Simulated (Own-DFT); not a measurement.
# Point defects and the pressure they add: D0_22 TiAl3

Calculated, not measured: single-point runs of Own-DFT, a retired in-house plane-wave DFT program that no person has reviewed, on unrelaxed cells, without spin or spin-orbit coupling.

Method: PBE; PseudoDojo norm-conserving scalar-relativistic files; cutoff 42 hartree; 4 x 4 x 4 k mesh centred on Gamma; cold (Marzari-Vanderbilt) smearing of 0.2 eV.

Known weak points: forces on such cells failed a check on a denser k mesh; stress not checked against mesh or cutoff.

All runs share one cell, with vectors in Å (-2.365, -6.981, 4.326); (-7.667, 3.491, 1.442); (-2.950, -3.488, -7.241) and a volume of 625.4 Å³. u is the rms random offset of the atoms per axis. The defect's site can differ from row to row.

| cell | formula | u (Å) | P (GPa) |
|---|---|---|---|
| no defect | Al30Ti10 | 0.0189 | 1.95 |
| no defect | Al30Ti10 | 0.0487 | 2.60 |
| no defect | Al30Ti10 | 0.0491 | 2.64 |
| two Ti on an Al site each | Al28Ti12 | 0.0272 | 3.26 |
| two Ti on an Al site each | Al28Ti12 | 0.0298 | 3.31 |
| two Ti on an Al site each | Al28Ti12 | 0.0517 | 3.95 |
| two Al on a Ti site each | Al32Ti8 | 0.0300 | ? |
| two Al on a Ti site each | Al32Ti8 | 0.0320 | 2.97 |
| two Al on a Ti site each | Al32Ti8 | 0.0498 | 3.51 |
| two Al on a Ti site each | Al32Ti8 | 0.0513 | 3.40 |
| two Al vacancies | Al28Ti10 | 0.0285 | 1.23 |
| two Al vacancies | Al28Ti10 | 0.0286 | 1.37 |
| two Al vacancies | Al28Ti10 | 0.0517 | 1.42 |

## Fit

P = P0 + c u² + a shift for each defect gives P0 = 1.94 GPa, c = 265 ± 49 GPa/Å² and a scatter of 0.15 GPa. The shifts, and each times the cell's volume:

- two Ti on an Al site each: 1.19 ± 0.12 GPa, 4.6 eV (2.3 eV for each of its 2 sites)
- two Al on a Ti site each: 0.81 ± 0.12 GPa, 3.2 eV (1.6 eV for each of its 2 sites)
- two Al vacancies: -0.98 ± 0.12 GPa, -3.8 eV (-1.9 eV for each of its 2 sites)

Positive is outwards. The product with the volume (160.2 GPa Å³ to the eV) is nearly free of the cell's size; divided by the bulk modulus at the cell's pressure it gives the volume that the defect adds. The atoms around the defects weren't relaxed, which would change these numbers.

## Withheld run

Question: what pressure belongs in the blank (two Al on a Ti site each, u = 0.0300 Å)?

The fit gives 2.99 ± 0.18 GPa. The calculation gave 2.92 GPa.
